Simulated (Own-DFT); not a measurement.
Simulation results for Si4SnGe11 (diamond-structure random alloy, atoms displaced)

A calculation, not a measurement: plane-wave density functional theory by an unreviewed code, no spin, of a simulated periodic cell, stress positive in tension, run twice, with PBE and with PBEsol, both on files made for PBE, so the change isn't that of files made for PBEsol, forces on such cells moved up to 12 meV/angstrom on a denser k mesh; the far tail of each file's local potential was reset to the Coulomb form; each entry is a single point on an unrelaxed cell, so the pressure reflects the starting lattice, mostly measured values (interpolated for alloys), from which strain is counted, and rises with the displacements; printed positions are rounded, which can move forces by about a meV/angstrom; the program, named Own-DFT, is a retired in-house code; no spin-orbit coupling; stress was not checked against mesh or cutoff. Program: Own-DFT development build.

Entry: Si4SnGe11 (diamond-structure random alloy, atoms displaced)

```
Si4SnGe11
1.0
     11.3064     0.0000     0.0000
      0.0000    11.3064     0.0000
      0.0000     0.0000    11.3064
Si Ge Si Ge Si Ge Si Ge Si Ge Si Ge Si Ge Sn Ge Sn Ge Sn Ge Si Ge Si Ge Si Ge Si Ge Si Ge Si Ge
3 3 2 4 1 6 1 2 1 4 1 2 1 4 1 1 2 4 1 3 1 1 1 3 1 1 1 1 1 1 1 4
Direct
  0.00031 0.99739 0.99650
  0.99823 0.25469 0.24958
  0.25870 0.99916 0.24175
  0.25655 0.25229 0.99782
  0.11963 0.12416 0.12688
  0.12712 0.36457 0.37091
  0.39283 0.13090 0.37154
  0.38445 0.38004 0.11312
  0.99441 0.99433 0.50715
  0.99699 0.25528 0.75088
  0.25920 0.99842 0.74108
  0.25149 0.25733 0.49562
  0.13561 0.12968 0.61163
  0.11707 0.36878 0.87207
  0.38262 0.12955 0.86908
  0.37723 0.38320 0.62559
  0.99425 0.48912 0.00317
  0.97997 0.75331 0.25057
  0.25684 0.50065 0.25341
  0.25115 0.74826 0.00339
  0.12516 0.63568 0.11418
  0.12356 0.88346 0.37274
  0.36981 0.61547 0.37088
  0.37739 0.88615 0.11911
  0.99913 0.49153 0.48707
  0.99936 0.74896 0.76042
  0.25774 0.50379 0.76399
  0.24720 0.74863 0.52580
  0.12244 0.61691 0.62113
  0.12219 0.86811 0.88614
  0.37381 0.61768 0.87080
  0.37035 0.87282 0.62406
  0.49911 0.00597 0.00186
  0.50099 0.24158 0.24459
  0.75324 0.00466 0.24504
  0.74709 0.25946 0.00402
  0.63089 0.12336 0.12394
  0.62944 0.38107 0.35858
  0.87335 0.12204 0.37563
  0.87293 0.36624 0.12735
  0.50315 0.00515 0.49046
  0.49497 0.25756 0.74347
  0.73265 0.99050 0.74750
  0.73987 0.26028 0.48587
  0.62176 0.11710 0.62573
  0.62627 0.37136 0.86449
  0.87217 0.12137 0.87679
  0.86366 0.38347 0.62609
  0.49484 0.49728 0.00729
  0.49918 0.75180 0.26002
  0.75515 0.49866 0.26159
  0.74275 0.75235 0.99798
  0.61942 0.62262 0.12745
  0.61493 0.87817 0.37023
  0.87635 0.62521 0.36026
  0.87400 0.87955 0.13622
  0.48564 0.50185 0.49055
  0.48907 0.76671 0.74020
  0.75444 0.50418 0.74619
  0.75783 0.75708 0.49285
  0.63380 0.61833 0.63273
  0.62759 0.87996 0.87495
  0.87099 0.63603 0.87093
  0.87867 0.87776 0.63503
```

Settings of this run: functional PBE, then PBEsol, potential files PseudoDojo norm-conserving, scalar-relativistic, standard set, wave cutoff 49 hartree, occupations Fermi-Dirac, smearing width 0.1 eV and k mesh 3 x 3 x 3 centred on Gamma.

It finds PBE pressure 5.44 GPa; PBE stress xx -5.42 GPa; PBE stress yy -5.63 GPa; PBE stress zz -5.26 GPa; PBE stress yz 1.24 GPa; PBE stress xz -0.64 GPa; PBE stress xy -0.89 GPa; PBEsol pressure 2.75 GPa; PBEsol stress xx -2.73 GPa; PBEsol stress yy -2.94 GPa; PBEsol stress zz -2.57 GPa; PBEsol stress yz 1.19 GPa; PBEsol stress xz -0.62 GPa; PBEsol stress xy -0.86 GPa; rms change of force components from PBE to PBEsol 0.057 eV/Å.

Force:
```csv
force element,PBE force x (eV/Å),PBE force y (eV/Å),PBE force z (eV/Å),PBEsol force x (eV/Å),PBEsol force y (eV/Å),PBEsol force z (eV/Å)
Si,-0.589,0.019,1.087,-0.548,0.049,1.029
Si,0.824,-0.636,-0.639,0.805,-0.619,-0.626
Si,-0.71,1.279,1.358,-0.721,1.234,1.294
Ge,-0.697,-0.161,0.179,-0.704,-0.181,0.13
Ge,0.662,0.089,-0.26,0.671,0.109,-0.28
Ge,-0.122,1.01,-0.842,-0.079,1.022,-0.761
Si,-2.698,-0.557,0.093,-2.603,-0.519,0.121
Si,-1.958,-1.927,2.285,-1.915,-1.894,2.233
Ge,1.958,0.596,0.395,1.868,0.549,0.352
Ge,-0.448,-1.175,-1.779,-0.424,-1.123,-1.65
Ge,-1.698,1.051,1.22,-1.589,0.991,1.187
Ge,1.388,-1.083,0.228,1.342,-0.978,0.204
Si,-1.161,-0.582,1.149,-1.133,-0.571,1.118
Ge,1.376,0.809,0.836,1.329,0.777,0.813
Ge,-0.729,-0.258,0.224,-0.699,-0.243,0.22
Ge,-1.06,0.038,-0.23,-1.016,0.032,-0.23
Ge,0.321,1.486,-0.567,0.318,1.431,-0.554
Ge,3.211,0.711,-0.929,3.128,0.631,-0.849
Ge,-1.108,-0.691,-1.846,-1.127,-0.7,-1.792
Si,1.311,0.265,-1.05,1.248,0.291,-1.001
Ge,-0.943,-1.212,1.536,-0.961,-1.215,1.517
Ge,0.634,-1.207,0.461,0.54,-1.17,0.467
Si,-0.031,2.981,1.216,-0.046,2.849,1.194
Ge,-0.148,-2.144,0.627,-0.099,-2.043,0.56
Ge,-0.483,0.391,0.877,-0.44,0.401,0.819
Ge,0.907,0.057,-1.46,0.856,0.062,-1.394
Ge,-2.135,-1.331,-1.678,-2.121,-1.353,-1.684
Si,-0.435,-0.51,-3.385,-0.443,-0.48,-3.274
Ge,-0.226,-0.083,1.098,-0.242,-0.104,1.1
Ge,1.039,0.731,-0.655,0.989,0.677,-0.695
Si,1.356,2.767,1.53,1.331,2.643,1.495
Ge,0.74,1.071,-1.532,0.698,1.13,-1.465
Ge,0.934,0.254,-0.891,0.911,0.252,-0.858
Ge,-0.368,0.835,-1.747,-0.27,0.824,-1.718
Ge,-1.875,-1.915,-0.259,-1.836,-1.777,-0.245
Sn,-0.439,-1.545,-1.657,-0.426,-1.516,-1.603
Ge,-1.383,-0.851,0.502,-1.348,-0.819,0.5
Sn,-6.194,0.823,-0.277,-6.017,0.792,-0.276
Sn,2.044,-0.184,-0.349,1.936,-0.217,-0.322
Ge,1.724,2.388,2.266,1.638,2.356,2.158
Ge,-0.56,-0.884,0.747,-0.525,-0.839,0.802
Ge,0.809,-1.037,-0.213,0.783,-1.008,-0.19
Ge,2.343,1.383,-0.278,2.264,1.34,-0.257
Sn,1.566,-2.165,5.544,1.507,-2.15,5.357
Ge,-0.577,1.11,-0.134,-0.576,1.059,-0.136
Ge,-0.988,1.871,-0.275,-0.956,1.807,-0.267
Ge,0.377,-0.772,-0.934,0.34,-0.704,-0.926
Si,1.837,-0.59,-0.426,1.799,-0.574,-0.415
Ge,1.491,1.268,-2.477,1.522,1.257,-2.41
Si,-0.848,-0.499,-0.923,-0.842,-0.512,-0.984
Ge,2.029,2.495,-4.541,1.983,2.428,-4.406
Ge,0.638,0.162,1.131,0.598,0.138,1.054
Ge,0.493,0.568,0.617,0.502,0.517,0.56
Si,1.864,-0.36,0.198,1.845,-0.256,0.213
Ge,-0.348,0.026,2.884,-0.314,-0.006,2.748
Si,-0.412,0.218,-2.569,-0.43,0.186,-2.478
Ge,1.629,0.506,1.027,1.606,0.431,1.044
Si,2.042,-2.573,2.001,2.018,-2.481,1.932
Ge,0.201,-0.407,1.501,0.136,-0.342,1.481
Si,-0.783,-0.402,0.426,-0.727,-0.42,0.444
Ge,-2.079,2.357,-2.206,-1.989,2.23,-2.119
Ge,-2.382,-1.257,0.69,-2.267,-1.183,0.679
Ge,-0.296,-1.634,1.408,-0.293,-1.571,1.348
Ge,-0.838,-0.984,-0.332,-0.786,-0.929,-0.306
```
